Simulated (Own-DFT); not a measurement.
Al3GaN4 (wurtzite random alloy, atoms displaced) (calculated)

A calculation, not a measurement: plane-wave PBE density functional theory by an unreviewed code, no spin, of a simulated periodic cell, stress positive in tension, free energy of the whole cell less one offset for each atom, forces on such cells passed a denser k mesh, this cell's mesh not checked; offsets are fitted by least squares, one for each functional and potential file, so energies compare only between cells with the same atoms and settings and are not formation energies; the far tail of each file's local potential was reset to the Coulomb form; each entry is a single point on an unrelaxed cell, so the pressure reflects the starting lattice, mostly measured values, from which strain is counted, and rises with the displacements; printed positions are rounded, which can move forces by about a meV/angstrom; the program is a retired in-house code; no spin-orbit coupling. Program: Own-DFT development build.

Al3GaN4 (wurtzite random alloy, atoms displaced)

```xyz
72
Lattice="9.3938 0.0000 0.0000 -4.6969 8.1352 0.0000 0.0000 0.0000 10.0655" Properties=species:S:1:pos:R:3 Al3GaN4
Al     0.0328     1.8219     0.0018
Al     1.5522     0.8942     2.5303
N     -0.0133     1.8088     1.8902
N      1.5575     0.9141     4.3999
Al    -0.0126     1.7679     5.0748
Ga     1.5716     0.8980     7.5364
N      0.0783     1.8391     6.9397
N      1.5631     0.8357     9.4877
Ga    -1.6266     4.5647     0.0647
Al     0.0170     3.6351     2.5038
N     -1.5696     4.5443     1.8766
N      0.0005     3.5894     4.4383
Al    -1.5877     4.4940     5.0756
Al     0.0817     3.6225     7.5067
N     -1.5792     4.5570     6.9336
N      0.0052     3.6158     9.4982
Al    -3.1180     7.1985     0.0153
Al    -1.5564     6.3232     2.5458
N     -3.1323     7.2078     1.9488
N     -1.5649     6.3147     4.3965
Ga    -3.1292     7.2258     5.0613
Al    -1.5737     6.2990     7.5547
N     -3.1376     7.2596     6.9325
N     -1.5117     6.2771     9.5013
Al     3.1294     1.7810     0.0094
Al     4.6577     0.8903     2.5568
N      3.1464     1.8121     1.9038
N      4.6862     0.8524     4.4525
Ga     3.1273     1.8248     5.0495
Ga     4.6617     0.9843     7.6285
N      3.1565     1.8339     6.9544
N      4.6801     0.8602     9.4325
Al     1.5732     4.4813    10.0405
Al     3.1220     3.5721     2.5497
N      1.5625     4.5346     1.9031
N      3.1038     3.5492     4.4375
Al     1.5777     4.4715     5.0667
Al     3.1210     3.6067     7.5296
N      1.5202     4.5283     6.9259
N      3.1538     3.6009     9.4686
Al     0.0477     7.2254     0.0527
Ga     1.5735     6.3747     2.5021
N      0.0128     7.2520     1.9594
N      1.5972     6.2923     4.4485
Al     0.0319     7.1891     5.0047
Al     1.5817     6.3063     7.4949
N     -0.0544     7.2387     6.9345
N      1.5544     6.2857     9.4588
Al     6.2674     1.8179    10.0453
Al     7.8307     0.9156     2.4765
N      6.2447     1.7929     1.8911
N      7.7909     0.8863     4.4581
Al     6.2818     1.8391     5.0187
Al     7.8490     0.9186     7.5245
N      6.2336     1.8007     6.8913
N      7.8059     0.9525     9.4624
Al     4.7367     4.5910    10.0602
Ga     6.2539     3.5752     2.5365
N      4.6861     4.5427     1.9386
N      6.2710     3.6044     4.4157
Ga     4.7219     4.5070     5.0136
Al     6.2784     3.6506     7.5601
N      4.7212     4.5425     6.9634
N      6.2270     3.6186     9.4796
Al     3.1449     7.2036    10.0492
Ga     4.7066     6.3602     2.4887
N      3.0974     7.2115     1.9207
N      4.7173     6.2826     4.4387
Al     3.1568     7.2046     5.0275
Al     4.7125     6.3135     7.5702
N      3.0935     7.2428     6.9705
N      4.7650     6.3211     9.4667
```

```
functional                        : PBE
potential files                   : PseudoDojo norm-conserving, scalar-relativistic, standard set with the stringent files for Ga
wave cutoff                       : 96 hartree
occupations                       : Gaussian
smearing width                    : 0.01 eV
k mesh                            : 4 x 4 x 3 centred on Gamma
free energy of cell above offsets : -26.050 eV
pressure                          : 5 GPa
stress xx                         : -3.43 GPa
stress yy                         : -5.46 GPa
stress zz                         : -6.12 GPa
stress yz                         : 0.43 GPa
stress xz                         : 0.26 GPa
stress xy                         : -0.24 GPa
```

Force:
```csv
element,x (eV/Å),y (eV/Å),z (eV/Å)
Al,-0.563,-0.16,-0.261
Al,0.112,0.182,-0.532
N,0.35,-0.024,0.468
N,-0.883,0.056,0.184
Al,0.127,0.444,-1.226
Ga,0.753,0.027,0.835
N,-2.005,0.078,-0.138
N,0.175,0.793,0.537
Ga,0.96,-1.646,-1.488
Al,-0.324,-0.11,0.062
N,0.668,-0.12,2.786
N,-0.279,0.024,0.16
Al,0.667,0.553,-1.077
Al,-2.123,-0.017,1.443
N,0.393,-1.095,0.427
N,0.421,-0.478,-1.28
Al,0.921,0.209,0.317
Al,-0.145,-0.11,-0.459
N,1.335,1.14,-1.022
N,0.731,-0.784,0.598
Ga,0.387,0.08,-0.956
Al,0.507,1.034,0.309
N,-0.068,-1.639,1.383
N,-0.667,2.516,-0.958
Al,0.098,0.218,-0.13
Al,0.596,0.377,-0.085
N,-0.517,-0.494,0.234
N,0.951,0.515,-0.625
Ga,0.317,-1.729,0.026
Ga,0.95,-1.728,-2.16
N,-1.076,0.946,0.24
N,0.328,0.469,3.011
Al,0.024,0.356,0.548
Al,-0.053,1.055,-0.852
N,0.317,-1.059,-0.051
N,-0.048,1.972,-0.527
Al,-0.463,0.47,-1.205
Al,0.377,0.604,0.623
N,1.813,-0.059,0.096
N,0.029,0.102,-0.406
Al,-0.427,-0.372,-0.729
Ga,-0.345,-1.506,0.818
N,-1.341,0.325,-0.827
N,0.085,-0.223,0.794
Al,-0.54,0.287,0.807
Al,-1.392,0.984,0.836
N,0.731,-0.748,-0.103
N,0.759,0.393,-0.228
Al,-0.577,-0.05,0.23
Al,-0.274,-0.162,0.496
N,-0.078,-1.088,-0.035
N,0.894,-0.048,-0.591
Al,-0.953,-1.154,0.09
Al,-0.572,0.265,0.273
N,1.473,1.207,0.763
N,0.797,-0.968,-0.287
Al,-0.938,-1.775,0.693
Ga,0.122,0.822,-0.885
N,-0.696,-0.942,-0.849
N,0.809,-0.382,1.053
Ga,-0.643,-0.369,0.394
Al,-0.083,-0.831,0.019
N,-0.564,-0.355,0.55
N,-0.298,-0.33,-0.753
Al,-0.414,0.505,-0.208
Ga,-0.51,-0.743,0.852
N,1.22,1.863,-1.327
N,-1.016,1.282,0.066
Al,-0.364,0.079,0.2
Al,-0.299,0.673,-0.493
N,1.329,-0.229,-0.266
N,-0.987,0.622,-0.205
```
